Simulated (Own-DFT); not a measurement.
# One host, several defects: C40 NbSi2

No measurement is shown. These are fixed-geometry runs of a retired plane-wave code named Own-DFT, which no person has reviewed; spin and spin-orbit coupling are neglected.

Common settings: PBEsol; PseudoDojo norm-conserving scalar-relativistic files, made for PBE; cutoff 42 hartree; 4 x 4 x 5 k mesh centred on Gamma; cold (Marzari-Vanderbilt) smearing of 0.2 eV.

Caveats: forces on such cells failed a check on a denser k mesh; stress not checked against mesh or cutoff.

All runs share one cell, with vectors in Å (0.000, 8.324, 0.000); (-9.613, 0.000, 0.000); (0.000, 0.000, 6.586) and a volume of 527.0 Å³. The atoms are randomly displaced, by u rms on each axis. The defect's site can differ from row to row.

| cell | formula | u (Å) | P (GPa) |
|---|---|---|---|
| no defect | Nb12Si24 | 0.0198 | -2.15 |
| no defect | Nb12Si24 | 0.0483 | -1.03 |
| no defect | Nb12Si24 | 0.0486 | -1.24 |
| two Si on a Nb site each | Nb10Si26 | 0.0317 | -1.73 |
| two Si on a Nb site each | Nb10Si26 | 0.0334 | ? |
| two Si on a Nb site each | Nb10Si26 | 0.0464 | -1.15 |
| two Si on a Nb site each | Nb10Si26 | 0.0495 | -1.00 |
| one Si vacancy | Nb12Si23 | 0.0315 | -2.58 |
| one Si vacancy | Nb12Si23 | 0.0459 | -1.93 |
| one Si vacancy | Nb12Si23 | 0.0564 | -1.13 |

## Working it out

P = P0 + c u² + a shift for each defect gives P0 = -2.44 GPa, c = 571 ± 46 GPa/Å² and a scatter of 0.11 GPa. The shifts, and each times the cell's volume:

- two Si on a Nb site each: 0.08 ± 0.09 GPa, 0.3 eV (0.1 eV for each of its 2 sites) (not resolved)
- one Si vacancy: -0.63 ± 0.10 GPa, -2.1 eV

Positive is outwards. The product with the volume (160.2 GPa Å³ to the eV) is nearly free of the cell's size; divided by the bulk modulus at the cell's pressure it gives the volume that the defect adds. The atoms around the defects weren't relaxed, which would change these numbers.

## Withheld run

Question: what pressure belongs in the blank (two Si on a Nb site each, u = 0.0334 Å)?

The fit gives -1.73 ± 0.14 GPa. Computed: -1.59 GPa.
